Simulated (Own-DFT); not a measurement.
# A change of arrangement and its cost: As32Ga32, 64 atoms

All numbers below are calculated, not measured. The program, named Own-DFT, is a retired in-house plane-wave density functional code that no person has reviewed. Each row is one single-point run on a periodic cell that was not relaxed, without spin or spin-orbit coupling.

Settings of every run: PBE; PseudoDojo norm-conserving scalar-relativistic files; cutoff 42 hartree; 3 x 3 x 3 k mesh centred on Gamma; Fermi-Dirac smearing of 0.1 eV.

Known limits, some of them of some rows only: not probed for a lower state with spin; forces on such cells failed a check on a denser k mesh; forces not confirmed at this smearing and k mesh; stress not checked against mesh or cutoff.

All cells hold the same atoms in the same cell, with vectors in Å (11.307, 0.000, 0.000); (0.000, 11.307, 0.000); (0.000, 0.000, 11.307). Every atom was moved at random from its ideal site; u is the rms move along one axis. The defect's site can differ from row to row. E is the free energy of the cell above the lowest run. The arrangements:

- A: zincblende GaAs
- B: zincblende GaAs, with one As on a Ga site and one Ga on an As site, 2.4 Å apart

| arrangement | u (Å) | E (eV) | P (GPa) |
|---|---|---|---|
| A | 0.0187 | 0.000 | 3.50 |
| A | 0.0194 | 0.035 | 3.51 |
| A | 0.0198 | 0.071 | 3.52 |
| A | 0.0456 | 1.625 | 3.85 |
| A | 0.0527 | 2.493 | 3.99 |
| A | 0.0534 | 2.217 | 3.96 |
| B | 0.0280 | 2.995 | 3.92 |
| B | 0.0298 | 3.078 | 3.88 |
| B | 0.0312 | 3.166 | 3.94 |
| B | 0.0496 | 4.523 | 4.19 |
| B | 0.0515 | 5.654 | 4.52 |
| B | 0.0518 | 5.026 | 4.38 |

Question: once the cost of the random moves is taken out, how do the arrangements rank?

## Worked answer

Fit E = a + b u², with one b for all and one a for each arrangement, and with residuals divided by u², since the noise grows with the moves. Then b = 1022 eV/Å², the scatter at u = 0.04 Å is 0.18 eV, and against A:

- B: 2.55 ± 0.07 eV (higher)

These are energies of unrelaxed cells. Relaxing the atoms lowers the strained arrangements most, so the gaps would shrink and small ones could change sign.
